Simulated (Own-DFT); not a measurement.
# How strain changes the stress of 4H SiC, 72 atoms (C36Si36)

All numbers below are calculated, not measured. They come from Own-DFT, an in-house plane-wave density functional program, since retired, whose code no person has reviewed. Each row is one single-point run on a periodic cell that was not relaxed, without spin or spin-orbit coupling.

Settings of every run: PBE; PseudoDojo norm-conserving scalar-relativistic files; cutoff 42 hartree; 4 x 4 x 3 k mesh centred on Gamma; Fermi-Dirac smearing of 0.1 eV.

Known limits: forces on such cells passed a denser k mesh, each cell not checked; stress not checked against mesh or cutoff.

Unstrained cell vectors in Å: (9.248, 0.000, 0.000); (-4.624, 8.009, 0.000); (0.000, 0.000, 10.068). The unstrained cell has measured lattice constants (interpolated for alloys), not those of this functional. That, the random moves and any unrelaxed bonds set the pressure at no strain. Each run strains this cell uniformly, with the atoms carried along. Every atom was also moved at random, by a Gaussian of width 0.05 Å on each axis. Strain is the symmetric tensor, in per cent. Stress is positive in tension, and the pressure is minus a third of its trace.

| run | e_xx (%) | e_yy (%) | e_zz (%) | e_yz (%) | e_xz (%) | e_xy (%) | s_xx (GPa) | s_yy (GPa) | s_zz (GPa) | s_yz (GPa) | s_xz (GPa) | s_xy (GPa) | P (GPa) | E (meV/atom) |
|---|---|---|---|---|---|---|---|---|---|---|---|---|---|---|
| 1 | -1.68 | -0.44 | -1.86 | -1.34 | -0.21 | -1.56 | -18.06 | -7.76 | -22.38 | -4.58 | -0.03 | -7.69 | 16.07 | 72.9 |
| 2 | -1.35 | 0.79 | -0.88 | 0.22 | -1.69 | -1.09 | -10.34 | -1.98 | -13.35 | 0.80 | -6.05 | -3.35 | 8.56 | 21.6 |
| 3 | -0.40 | 0.99 | -1.95 | -0.21 | 1.27 | 1.56 | -5.62 | -1.51 | -17.45 | -0.95 | 4.46 | 7.12 | 8.19 | 21.1 |
| 4 | 1.27 | 1.78 | 0.77 | -0.37 | -1.54 | 0.67 | 3.58 | 6.24 | -0.53 | -1.16 | -5.17 | 2.34 | -3.10 | 0.0 |
| 5 | -0.35 | -1.95 | -0.22 | 0.37 | -1.44 | -0.24 | -8.62 | -17.54 | -8.35 | 0.77 | -4.97 | -1.45 | 11.50 | 37.6 |
| 6 | -1.62 | 0.65 | 0.10 | -0.97 | 0.41 | 1.66 | -12.93 | -3.69 | -4.76 | -3.95 | 1.69 | 7.38 | 7.13 | 18.8 |
| 7 | 1.20 | -1.41 | 0.38 | -0.13 | 1.56 | 1.06 | 1.71 | -11.70 | -4.23 | -0.94 | 5.62 | 4.14 | 4.74 | 14.3 |
| 8 | 1.23 | -1.59 | 1.62 | -0.09 | -1.73 | 1.88 | 1.01 | -15.11 | 3.56 | -1.70 | -6.20 | 7.73 | 3.51 | 42.0 |
| 9 | 1.29 | -0.86 | -0.76 | -0.37 | 1.05 | -0.69 | 1.10 | -8.58 | -10.85 | -0.37 | 3.87 | -3.46 | 6.11 | 18.5 |
| 10 | -0.12 | -0.36 | 0.92 | 1.08 | -0.90 | 1.50 | -5.37 | -5.38 | -1.59 | 3.69 | -2.68 | 6.60 | 4.11 | 17.5 |
| 11 | -1.24 | -1.45 | 1.50 | 0.57 | 1.13 | -0.74 | -14.83 | -13.23 | 2.84 | 1.52 | 3.36 | -4.89 | 8.41 | 27.8 |
| 12 | 0.10 | -1.46 | -0.76 | -0.18 | -0.07 | 0.45 | -5.64 | -15.77 | -10.83 | -1.44 | -0.34 | 1.54 | 10.75 | 29.9 |
| 13 | -1.16 | 0.03 | 1.06 | -1.82 | -0.24 | 0.61 | -11.47 | -3.50 | -3.52 | -6.22 | -0.66 | 3.02 | 6.16 | 39.1 |
| 14 | 1.32 | -0.47 | 1.43 | -1.20 | 0.40 | -0.77 | 2.19 | -5.37 | 2.36 | -4.69 | 0.97 | -3.14 | 0.27 | 9.5 |
| 15 | -1.28 | 0.32 | -1.71 | -1.65 | -0.49 | 0.92 | -13.23 | -5.11 | -19.37 | -5.57 | -2.19 | 4.50 | 12.57 | 60.2 |
| 16 | 1.97 | -1.94 | -0.92 | 1.13 | -1.78 | 0.25 | 3.03 | -13.60 | -12.52 | 3.33 | -5.89 | 1.00 | 7.70 | 35.2 |
| 17 | -0.91 | -0.19 | 1.36 | 1.00 | 0.27 | -1.12 | ? | ? | ? | ? | ? | ? | ? | ? |

E is the free energy for each atom above the lowest run shown.

## Worked fit

Each stress component was fitted by least squares to a constant and the strains of the runs shown, as fractions, with shears doubled. Shear strains stay in the fit of a normal stress only where such slopes are resolved. The slopes, in GPa:

| stress | at no strain | per e_xx | per e_yy | per e_zz | scatter |
|---|---|---|---|---|---|
| s_xx | -5.0 | 584 ± 27 | 123 ± 29 | 28 ± 27 | 1.21 |
| s_yy | -5.0 | 71 ± 33 | 576 ± 36 | 41 ± 33 | 1.49 |
| s_zz | -6.9 | 69 ± 34 | 33 ± 36 | 636 ± 33 | 1.51 |

Each shear stress against twice its own strain: yz 174 ± 8, xz 173 ± 5, xy 222 ± 9 GPa. These are stiffnesses along x, y and z of the frame in which the cell vectors are given, which need not be the crystal's axes. The atoms are held to the strained lattice; where symmetry lets them move under strain, relaxing them would lower some slopes. The table should be nearly symmetric about its diagonal, and what it lacks of that shows the noise. A ninth of its sum, 240 ± 7 GPa, estimates the bulk modulus near the mean pressure of these runs, 7.0 GPa, so it lies above the value at zero pressure.

## Withheld run

Question: what normal stresses and pressure should run 17 give?

The fit gives s_xx = -10.1, s_yy = -6.2, s_zz = 1.1 and P = 5.0 GPa. The calculation gave -10.31, -4.98, 1.31 and P = 4.66 GPa.
